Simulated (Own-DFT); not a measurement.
# Stretching a layer in its plane: diamond-structure GeSn with randomly placed atoms, 64 atoms (Ge56Sn8)

Calculated, not measured: single-point runs of Own-DFT, a retired in-house plane-wave DFT program that no person has reviewed, on unrelaxed cells, without spin or spin-orbit coupling.

All runs used: PBE; PseudoDojo norm-conserving scalar-relativistic files; cutoff 49 hartree; 3 x 3 x 3 k mesh centred on Gamma; Fermi-Dirac smearing of 0.1 eV.

Known weak points: forces on such cells moved up to 12 meV/angstrom on a denser k mesh; stress not checked against mesh or cutoff.

Unstrained cell vectors in Å: (11.524, 0.000, 0.000); (0.000, 11.524, 0.000); (0.000, 0.000, 11.524). The unstrained cell has measured lattice constants (interpolated for alloys), not those of this functional. That, the random moves and any unrelaxed bonds set the pressure at no strain. Each run strains x and y alike by e, as a substrate would, and holds the height along z. All atoms carry random offsets, Gaussian with a width of 0.05 Å per axis. The random placing of the alloy's atoms differs from row to row. Stress is positive in tension.

| e (%) | u (Å) | (s_xx + s_yy)/2 (GPa) | s_zz (GPa) |
|---|---|---|---|
| -2.25 | 0.052 | -9.33 | -7.95 |
| -2.00 | 0.050 | -9.12 | -7.67 |
| -0.75 | 0.050 | -6.56 | -5.85 |
| -0.25 | 0.053 | -5.69 | -5.70 |
| 0.25 | 0.052 | -4.79 | -5.00 |
| 1.00 | 0.049 | -3.59 | -4.06 |
| 1.25 | 0.046 | -3.29 | -3.99 |
| 1.50 | 0.044 | ? | ? |
| 1.75 | 0.051 | -2.60 | -3.62 |
| 3.00 | 0.050 | -0.63 | -2.15 |

## What the rows give

With e as a fraction, the in-plane stress is -5.3 + 171 e - 594 e² GPa (errors 2 and 136, scatter 0.11), and s_zz is -5.3 + 111 e - 313 e² GPa (slope ± 3, scatter 0.17). At e = 0 the first slope is C11 + C12 and the second 2 C12, both with the ions held to the strained lattice and at the cell's own pressure. The term in e² is negative: the layer stiffens under compression and softens under tension. A free layer would change its height as e changes, and the in-plane slope would drop by 2 C12²/C11 to the biaxial modulus. At fixed height, a misfit of 1 % moves the in-plane stress by about 1.7 GPa and s_zz by 1.1 GPa.

## Check

The question: what are the two stresses at e = 1.50 %?

Estimate: -2.9 and -3.7 GPa. The hidden result is -2.76 and -3.60 GPa.
